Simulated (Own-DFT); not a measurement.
# Which defects push the lattice out? 4H SiC

No measurement is shown. These are fixed-geometry runs of a retired plane-wave code named Own-DFT, which no person has reviewed; spin and spin-orbit coupling are neglected.

Settings: PBE; PseudoDojo norm-conserving scalar-relativistic files; cutoff 42 hartree; 4 x 4 x 3 k mesh centred on Gamma; Fermi-Dirac smearing of 0.1 eV.

Caveats (not all hold for every row): some atoms lie very close together; not probed for a lower state with spin; forces on such cells failed a check on a denser k mesh; forces on such cells passed a denser k mesh, each cell not checked; stress not checked against mesh or cutoff.

All runs share one cell, with vectors in Å (9.248, 0.000, 0.000); (-4.624, 8.009, 0.000); (0.000, 0.000, 10.068) and a volume of 745.7 Å³. u is the rms random offset of the atoms per axis. The defect's site can differ from row to row.

| cell | formula | u (Å) | P (GPa) |
|---|---|---|---|
| no defect | C36Si36 | 0.0289 | 3.76 |
| no defect | C36Si36 | 0.0293 | 3.67 |
| no defect | C36Si36 | 0.0584 | 5.96 |
| one Si on a C site | C35Si37 | 0.0497 | 11.93 |
| one Si on a C site | C35Si37 | 0.0503 | 11.13 |
| one Si on a C site | C35Si37 | 0.0523 | 11.55 |
| one Al on a Si site and one N on a C site | AlC35NSi35 | 0.0474 | 5.25 |
| one Al on a Si site and one N on a C site | AlC35NSi35 | 0.0504 | 5.00 |
| one Al on a Si site and one N on a C site | AlC35NSi35 | 0.0533 | 6.05 |
| one C vacancy | C35Si36 | 0.0300 | 3.52 |
| one C vacancy | C35Si36 | 0.0300 | 3.65 |
| one C vacancy | C35Si36 | 0.0489 | ? |
| one C vacancy | C35Si36 | 0.0533 | 5.20 |
| one C on a Si site | C37Si35 | 0.0468 | 3.08 |
| one C on a Si site | C37Si35 | 0.0496 | 3.02 |
| one C on a Si site | C37Si35 | 0.0508 | 2.94 |

## Working it out

P = P0 + c u² + a shift for each defect gives P0 = 3.01 GPa, c = 850 ± 113 GPa/Å² and a scatter of 0.30 GPa. The shifts, and each times the cell's volume:

- one Si on a C site: 6.33 ± 0.27 GPa, 29.5 eV
- one Al on a Si site and one N on a C site: 0.26 ± 0.27 GPa, 1.2 eV (not resolved)
- one C vacancy: -0.21 ± 0.25 GPa, -1.0 eV (not resolved)
- one C on a Si site: -2.05 ± 0.26 GPa, -9.5 eV

A positive shift means that the defect pushes the cell outwards. Shift times volume (160.2 GPa Å³ is 1 eV) depends little on the cell's size, so, taken for each site, it can be compared between cells at like pressure. The atoms around the defects weren't relaxed, which would change these numbers.

## Withheld run

The question: what pressure belongs in the blank (one C vacancy, u = 0.0489 Å)?

Estimate: 4.84 ± 0.36 GPa. The calculation gave 4.78 GPa.
